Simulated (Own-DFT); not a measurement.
GaN (wurtzite, strained, atoms displaced) (calculated)

All values are calculated (Own-DFT development build). A calculation, not a measurement: plane-wave PBE density functional theory by an unreviewed code, no spin, of a simulated periodic cell, stress positive in tension, free energy of the whole cell less one offset for each atom, forces on such cells passed a denser k mesh, this cell's mesh not checked; offsets are fitted by least squares, one for each functional and potential file, so energies compare only between cells with the same atoms and settings and are not formation energies; the far tail of each file's local potential was reset to the Coulomb form; each entry is a single point on an unrelaxed cell, so the pressure reflects the starting lattice, mostly measured values (interpolated for alloys), from which strain is counted, and rises with the displacements; printed positions are rounded, which can move forces by about a meV/angstrom; the program, named Own-DFT, is a retired in-house code; no spin-orbit coupling.

Settings shared by all entries: functional PBE; potential files PseudoDojo norm-conserving, scalar-relativistic, standard set with the stringent files for Ga; wave cutoff 96 hartree; occupations Gaussian; smearing width 0.01 eV; k mesh 3 x 4 x 3 centred on Gamma.

(1) GaN (wurtzite, strained, atoms displaced)

```
cell vectors (Å)
  12.7560     0.0000     0.0000
  -4.7835     8.2853     0.0000
   0.0000     0.0000    10.2144
atoms (fractions of the cell vectors)
Ga  0.08996  0.22774  0.99888
Ga  0.16815  0.10207  0.25010
N   0.08582  0.21771  0.19173
N   0.16998  0.10980  0.44197
Ga  0.08267  0.23108  0.50377
Ga  0.16481  0.11147  0.74502
N   0.07958  0.21807  0.68355
N   0.17135  0.11569  0.94768
Ga  0.08954  0.56227  0.00616
Ga  0.16751  0.44480  0.25252
N   0.07772  0.56200  0.19440
N   0.16577  0.43826  0.44359
Ga  0.08256  0.55486  0.50374
Ga  0.16550  0.44000  0.75197
N   0.08438  0.55688  0.68086
N   0.17125  0.44257  0.93431
Ga  0.08557  0.89576  0.00653
Ga  0.16367  0.77530  0.24941
N   0.08189  0.89216  0.19022
N   0.16402  0.77835  0.43833
Ga  0.07910  0.88104  0.49104
Ga  0.16441  0.77383  0.75101
N   0.08598  0.88831  0.69157
N   0.16315  0.77371  0.93712
Ga  0.33056  0.21718  0.00240
Ga  0.41887  0.11175  0.25579
N   0.33469  0.22268  0.18787
N   0.41667  0.10059  0.43033
Ga  0.33794  0.23382  0.49433
Ga  0.42315  0.12306  0.75615
N   0.33595  0.21506  0.68502
N   0.41695  0.10787  0.93477
Ga  0.33944  0.55603  0.00671
Ga  0.41581  0.44259  0.25105
N   0.33066  0.54390  0.18978
N   0.41517  0.44269  0.43766
Ga  0.33623  0.55894  0.50419
Ga  0.42113  0.44800  0.74704
N   0.33442  0.54935  0.69366
N   0.41603  0.43805  0.93775
Ga  0.33005  0.88264  0.00093
Ga  0.41446  0.76923  0.24801
N   0.32930  0.88655  0.18791
N   0.41561  0.77838  0.43713
Ga  0.33643  0.88719  0.50147
Ga  0.41205  0.77827  0.75169
N   0.33272  0.88390  0.69707
N   0.42000  0.78143  0.94129
Ga  0.58802  0.22045  0.99720
Ga  0.66260  0.11255  0.25429
N   0.58483  0.22733  0.18619
N   0.67379  0.10865  0.44577
Ga  0.58518  0.22105  0.49460
Ga  0.66323  0.09366  0.74570
N   0.58000  0.22739  0.69416
N   0.66950  0.10718  0.94294
Ga  0.58280  0.55011  0.00000
Ga  0.65902  0.44019  0.24632
N   0.58290  0.55900  0.17592
N   0.66958  0.44303  0.43643
Ga  0.58857  0.56359  0.49472
Ga  0.66975  0.44007  0.73904
N   0.57977  0.55216  0.68808
N   0.67794  0.45440  0.94077
Ga  0.57933  0.88694  0.00014
Ga  0.66633  0.77601  0.25535
N   0.58245  0.89822  0.19822
N   0.67136  0.78767  0.44933
Ga  0.58817  0.89154  0.49539
Ga  0.66824  0.78012  0.76006
N   0.58808  0.89519  0.69673
N   0.66718  0.77889  0.93685
Ga  0.83947  0.22348  0.00629
Ga  0.91135  0.11619  0.24515
N   0.83770  0.22442  0.18555
N   0.92073  0.11161  0.44351
Ga  0.83301  0.21699  0.49654
Ga  0.91208  0.11006  0.75249
N   0.83677  0.22235  0.69621
N   0.92171  0.11245  0.92776
Ga  0.83078  0.54779  0.99921
Ga  0.91909  0.44829  0.23861
N   0.83625  0.55923  0.18684
N   0.91108  0.43666  0.44083
Ga  0.83440  0.55439  0.48979
Ga  0.92472  0.44453  0.75761
N   0.83402  0.56185  0.68223
N   0.91604  0.43835  0.93714
Ga  0.83579  0.88792  0.99205
Ga  0.92197  0.77280  0.25091
N   0.83734  0.88521  0.19453
N   0.91956  0.78552  0.43897
Ga  0.83624  0.88346  0.50545
Ga  0.91498  0.78531  0.75117
N   0.83759  0.88307  0.69250
N   0.91504  0.78188  0.93376
```

| Quantity | Value |
| --- | --- |
| free energy of cell above offsets | -3.479 eV |
| pressure | 10.38 GPa |
| stress xx | -7.94 GPa |
| stress yy | -8.77 GPa |
| stress zz | -14.42 GPa |
| stress yz | 0.07 GPa |
| stress xz | -0.43 GPa |
| stress xy | 0.01 GPa |

Force:
```tsv
element	x (eV/Å)	y (eV/Å)	z (eV/Å)
Ga	-0.657	-0.792	0.57
Ga	-0.678	1.866	1.034
N	-0.948	0.764	-0.358
N	-0.516	0.264	-0.401
Ga	1.131	-2.202	-1.168
Ga	0.915	-0.237	0.297
N	0.147	0.445	1.941
N	-0.66	-0.8	-1.675
Ga	-0.28	-1.199	-0.989
Ga	-0.618	-1.007	0.24
N	2.716	-0.665	-0.978
N	0.037	2.408	-0.855
Ga	-0.374	-0.221	-2.173
Ga	0.001	0.112	-1.235
N	0.575	-0.41	2.617
N	-0.548	1.206	1.65
Ga	-0.529	-0.872	-1.764
Ga	0.281	1.298	0.561
N	1.114	-1.132	0.03
N	1.274	-0.69	-0.051
Ga	0.736	1.875	2.206
Ga	-0.185	0.571	-0.599
N	-0.666	-0.114	-0.658
N	0.035	0.576	0.931
Ga	1.424	0.611	-0.503
Ga	-0.44	-0.411	-2.96
N	0.483	-0.302	0.834
N	0.069	1.329	2.796
Ga	0.232	-2.862	1.103
Ga	-0.757	-1.72	-1.281
N	-1.262	1.204	0.008
N	0.103	0.099	2.255
Ga	-0.214	-0.327	-1.916
Ga	0.634	-0.419	-0.567
N	-0.5	1.329	0.467
N	0.703	2.035	-0.289
Ga	-0.432	-0.39	-0.037
Ga	-0.208	-1.594	0.574
N	-0.841	0.963	-0.52
N	0.107	0.533	0.24
Ga	-0.074	0.864	-0.511
Ga	-0.713	0.756	0.027
N	0.596	-0.202	0.354
N	1.042	-0.435	0.35
Ga	-1.347	-0.062	0.692
Ga	1.531	-0.662	0.105
N	-0.573	1.1	-1.291
N	-0.697	-1.256	0.214
Ga	-0.524	0.35	-0.604
Ga	0.78	0.871	-0.305
N	0.071	-0.924	0.381
N	-2.041	0.337	-1.129
Ga	-0.325	-0.281	1.227
Ga	-0.263	5.37	1.84
N	2.104	-1.642	-1.78
N	0.075	0.333	-0.366
Ga	0.229	0.373	-2.585
Ga	0.962	1.381	-0.154
N	-0.335	-0.086	3.728
N	-1.25	0.171	-0.506
Ga	-0.167	-0.97	1.208
Ga	-0.163	1.914	1.315
N	1.225	1.162	-0.462
N	-2.234	-2.127	-1.208
Ga	1.343	0.635	0.73
Ga	0.511	0.893	-0.885
N	0.763	-1.69	-0.88
N	0.636	-1.375	-1.509
Ga	-1.432	-0.49	1.533
Ga	0.299	-0.821	-2.624
N	-0.619	-4.287	-2.238
N	-0.352	-0.271	2.247
Ga	-0.287	-0.98	-2.512
Ga	2.986	-1.676	1.482
N	-1.933	0.383	1.153
N	-0.831	-0.591	-0.905
Ga	1.383	0.937	1.624
Ga	1.123	-0.398	-2.138
N	-1.347	0.065	-1.315
N	-0.016	0.133	3.517
Ga	1.458	2.046	-0.198
Ga	-1.43	-1.141	2.211
N	-0.614	-0.936	0.337
N	0.947	0.668	-1.323
Ga	0.398	0.515	1.381
Ga	-1.585	0.128	-2.206
N	0.995	-0.484	0.377
N	0.636	1.013	1.833
Ga	-0.691	0.524	1.656
Ga	-1.717	0.747	-0.135
N	-1.154	0.363	-0.885
N	-0.089	-1.869	-0.666
Ga	-0.359	1.625	-0.152
Ga	3.115	-1.869	-0.272
N	-3.183	1.613	-0.699
N	1.733	-0.87	1.543
```

(2) GaN (wurtzite, strained, atoms displaced)

```
cell vectors (Å)
  12.7560     0.0000     0.0000
  -4.7835     8.2853     0.0000
   0.0000     0.0000    10.2144
atoms (fractions of the cell vectors)
Ga  0.08615  0.22021  0.00040
Ga  0.17245  0.10898  0.24646
N   0.07911  0.21549  0.18812
N   0.17125  0.10877  0.44013
Ga  0.08432  0.21666  0.49893
Ga  0.16406  0.10223  0.74990
N   0.08393  0.21699  0.69297
N   0.16704  0.11285  0.94025
Ga  0.08742  0.55522  0.99491
Ga  0.16826  0.44038  0.24748
N   0.07968  0.54967  0.17998
N   0.16782  0.44229  0.43962
Ga  0.07852  0.54915  0.49887
Ga  0.17777  0.44037  0.75753
N   0.07885  0.54853  0.68191
N   0.16597  0.45070  0.94328
Ga  0.08139  0.88901  0.00652
Ga  0.16958  0.77680  0.24397
N   0.09231  0.89133  0.19179
N   0.16012  0.77036  0.44161
Ga  0.08415  0.88410  0.49373
Ga  0.17693  0.78439  0.75608
N   0.08613  0.88442  0.68355
N   0.16306  0.76434  0.93619
Ga  0.33689  0.23362  0.00542
Ga  0.41312  0.12026  0.25711
N   0.32517  0.21439  0.18368
N   0.41101  0.10933  0.43854
Ga  0.33440  0.22550  0.50126
Ga  0.41705  0.11526  0.75657
N   0.32712  0.21915  0.69241
N   0.40824  0.10525  0.93642
Ga  0.32814  0.55341  0.00007
Ga  0.42420  0.44847  0.25311
N   0.33743  0.55723  0.19581
N   0.41698  0.44509  0.42913
Ga  0.32672  0.55151  0.50288
Ga  0.41157  0.44433  0.74478
N   0.33463  0.55310  0.69419
N   0.41148  0.43752  0.93876
Ga  0.32980  0.88784  0.99165
Ga  0.41631  0.78901  0.24929
N   0.33837  0.88703  0.18869
N   0.41633  0.76905  0.43766
Ga  0.33082  0.88637  0.50010
Ga  0.41404  0.76797  0.75002
N   0.32831  0.89302  0.69160
N   0.41089  0.76355  0.93680
Ga  0.58226  0.22279  0.98934
Ga  0.66596  0.12229  0.24914
N   0.58320  0.22038  0.19081
N   0.66763  0.11052  0.44075
Ga  0.58659  0.22838  0.50673
Ga  0.66400  0.10571  0.74963
N   0.58349  0.22031  0.69457
N   0.66301  0.10983  0.93926
Ga  0.58933  0.56202  0.00065
Ga  0.66949  0.44956  0.25072
N   0.58462  0.56111  0.18111
N   0.66518  0.44389  0.44190
Ga  0.58998  0.54908  0.49931
Ga  0.66569  0.44708  0.75637
N   0.58419  0.55681  0.68980
N   0.65537  0.43450  0.93404
Ga  0.58800  0.89626  0.99961
Ga  0.67463  0.78917  0.25157
N   0.58723  0.89230  0.18281
N   0.65908  0.78007  0.43883
Ga  0.58973  0.90050  0.50442
Ga  0.65636  0.75902  0.75247
N   0.58879  0.89384  0.69260
N   0.66926  0.77529  0.94454
Ga  0.83233  0.22979  0.00075
Ga  0.91701  0.11610  0.24763
N   0.82910  0.22831  0.18355
N   0.91275  0.10536  0.44262
Ga  0.83917  0.22365  0.50479
Ga  0.91509  0.10678  0.75089
N   0.83342  0.22738  0.68308
N   0.90679  0.10958  0.93683
Ga  0.83532  0.55329  0.98883
Ga  0.90891  0.44459  0.25371
N   0.83186  0.55484  0.18454
N   0.91354  0.43747  0.43587
Ga  0.83327  0.56241  0.49785
Ga  0.91856  0.44666  0.75315
N   0.83066  0.54770  0.68773
N   0.91434  0.44224  0.92605
Ga  0.83097  0.88177  0.99681
Ga  0.91788  0.78447  0.24509
N   0.83533  0.89292  0.19116
N   0.91599  0.78319  0.43694
Ga  0.83260  0.88434  0.49739
Ga  0.91596  0.77723  0.74720
N   0.83834  0.89798  0.69474
N   0.91063  0.77396  0.93791
```

| Quantity | Value |
| --- | --- |
| free energy of cell above offsets | -3.845 eV |
| pressure | 10.21 GPa |
| stress xx | -7.16 GPa |
| stress yy | -8.73 GPa |
| stress zz | -14.74 GPa |
| stress yz | 1.02 GPa |
| stress xz | 0.78 GPa |
| stress xy | 1.12 GPa |

Force:
```tsv
element	x (eV/Å)	y (eV/Å)	z (eV/Å)
Ga	-1.738	0.024	-0.419
Ga	-2.255	0.112	1.376
N	0.909	0.338	0.249
N	-0.802	-0.089	-0.698
Ga	-0.299	0.075	0.32
Ga	-0.423	-0.141	0.022
N	-0.005	0.501	-0.277
N	0.376	-0.82	0.094
Ga	-2.083	-0.806	0.697
Ga	-0.315	0.458	0.093
N	-0.051	0.198	1.448
N	-0.872	-0.736	-0.3
Ga	0.406	0.025	-0.211
Ga	-3.173	-0.748	-0.974
N	1.482	0.698	1.822
N	1.312	-2.101	-0.706
Ga	0.403	-0.224	-1.44
Ga	0.695	-1.188	0.877
N	-1.536	-0.695	-0.251
N	1.228	0.03	-1.41
Ga	-0.412	0.611	0.778
Ga	-2.561	-2.2	-1.728
N	-0.587	-0.273	0.87
N	-0.96	2.237	1.012
Ga	0.063	-1.884	-1.543
Ga	1.434	-1.018	-1.65
N	1.823	1.882	1.18
N	1.081	0.329	1.22
Ga	-0.091	0.039	0.228
Ga	-0.283	-0.125	-1.753
N	1.084	0.768	-0.607
N	0.466	0.832	1.419
Ga	1.452	-0.309	1.563
Ga	-1.021	0.115	-2.163
N	-0.413	-0.093	-1.045
N	0.494	-0.2	3.44
Ga	1.298	0.443	-0.942
Ga	1.909	-1.25	1.303
N	-0.349	0.523	-1.594
N	0.341	2.125	-0.616
Ga	0.968	-0.581	1.223
Ga	2.884	-1.791	0.434
N	-2.594	1.71	-1.062
N	-0.616	1.416	1.077
Ga	0.203	-0.415	-0.092
Ga	-0.185	2.156	-0.168
N	2.897	0.374	-0.699
N	0.194	2.16	0.082
Ga	-0.648	-1.375	1.81
Ga	1.131	-1.842	0.446
N	-2.01	1.339	-0.869
N	-0.415	1.416	-0.259
Ga	0.013	-1.539	-0.525
Ga	0.875	1.413	0.181
N	-0.688	0.439	-0.218
N	0.312	0.626	-0.488
Ga	-1.312	-1.366	-0.569
Ga	-0.673	-0.574	-0.864
N	0.891	-0.157	2.06
N	1.511	-0.266	-0.994
Ga	-3.311	1.826	0.088
Ga	0.601	-0.589	-2.061
N	-0.383	-2.088	-0.837
N	1.122	1.642	1.454
Ga	-0.476	-1.464	-0.245
Ga	-1.576	-0.855	-0.273
N	-0.408	0.382	1.395
N	2.038	-0.861	0.36
Ga	-0.964	-1.531	-0.368
Ga	0.745	3.748	0.437
N	-0.628	-1.99	0.048
N	-1.182	0.297	-1.295
Ga	0.224	-0.779	-0.888
Ga	-0.747	0.057	0.428
N	0.856	-0.294	1.138
N	0.804	0.574	-0.943
Ga	-0.904	-0.428	-1.177
Ga	-0.571	1.957	-0.064
N	0.125	-0.798	2.129
N	1.359	0.075	1.001
Ga	-0.75	-0.462	1.007
Ga	1.518	0.179	-1.214
N	-0.196	0.965	-0.266
N	-0.694	0.996	0.558
Ga	1.082	-0.8	0.396
Ga	0.45	-0.491	-3.356
N	-0.784	1.156	0.055
N	0.295	0.407	3.441
Ga	-0.292	1.788	0.52
Ga	0.739	-0.651	0.214
N	0.391	0.25	-0.824
N	0.753	-0.878	-0.487
Ga	-1.425	0.62	1.081
Ga	0.595	0.085	-0.466
N	-0.609	-2.862	-1.258
N	1.434	0.207	0.089
```
